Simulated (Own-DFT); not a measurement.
# Energy and forces against displacement in grey tin, 64 atoms (Sn64)

All numbers below are calculated, not measured. They come from Own-DFT, an in-house plane-wave density functional program, since retired, whose code no person has reviewed. Each row is one single-point run on a periodic cell that was not relaxed, without spin or spin-orbit coupling.

Settings of every run: PBE; PseudoDojo norm-conserving scalar-relativistic files; cutoff 42 hartree; 3 x 3 x 3 k mesh centred on Gamma; cold (Marzari-Vanderbilt) smearing of 0.2 eV.

Known limits: forces on such cells moved up to 12 meV/angstrom on a denser k mesh; stress not checked against mesh or cutoff.

Cell vectors in Å: (12.978, 0.000, 0.000); (0.000, 12.978, 0.000); (0.000, 0.000, 12.978). In each run every atom was moved at random and independently from its ideal site; u is the rms move along one axis. E is the free energy for each atom above the fitted value at u = 0, and F the rms of the force components.

```
run,u (Å),E (meV/atom),F (eV/Å),largest force (eV/Å),P (GPa)
1,0.0177,3.4,0.183,0.71,3.37
2,0.0193,?,?,?,?
3,0.0205,5.8,0.242,0.89,3.39
4,0.0504,26.5,0.498,1.94,3.57
5,0.0515,37.9,0.581,1.52,3.70
6,0.0522,34.2,0.550,1.70,3.65
7,0.1015,112.2,1.059,3.48,4.37
8,0.1016,142.4,1.232,3.86,4.69
9,0.1493,220.3,1.525,5.00,5.34
```

## Worked fit

For small independent moves the energy grows as E = (3/2) K u², with K the mean stiffness felt by one atom. The runs with u up to 0.11 Å give K = 8.3 ± 0.5 eV/Å², with residuals divided by u² + 0.0006 Å², since the noise grows with the moves. The scatter is 4.2 meV/atom at u = 0.05 Å. The forces follow F = G u with G = 10.9 eV/Å²; no force at u = 0 is resolved. G exceeds K because the moves of its neighbours add to the force on an atom, and stiffness differs between atoms. At u = 0.149 Å the parabola gives 276 meV/atom and the run 220. The pressure follows P = 3.33 + 116 u² GPa: at fixed volume, shortened bonds push harder than stretched ones pull.

## Withheld run

Question: what energy and rms force should run 2 give?

The fit gives 5 ± 1 meV/atom and about 0.21 eV/Å. The calculation gave 4.4 meV/atom and 0.205 eV/Å.
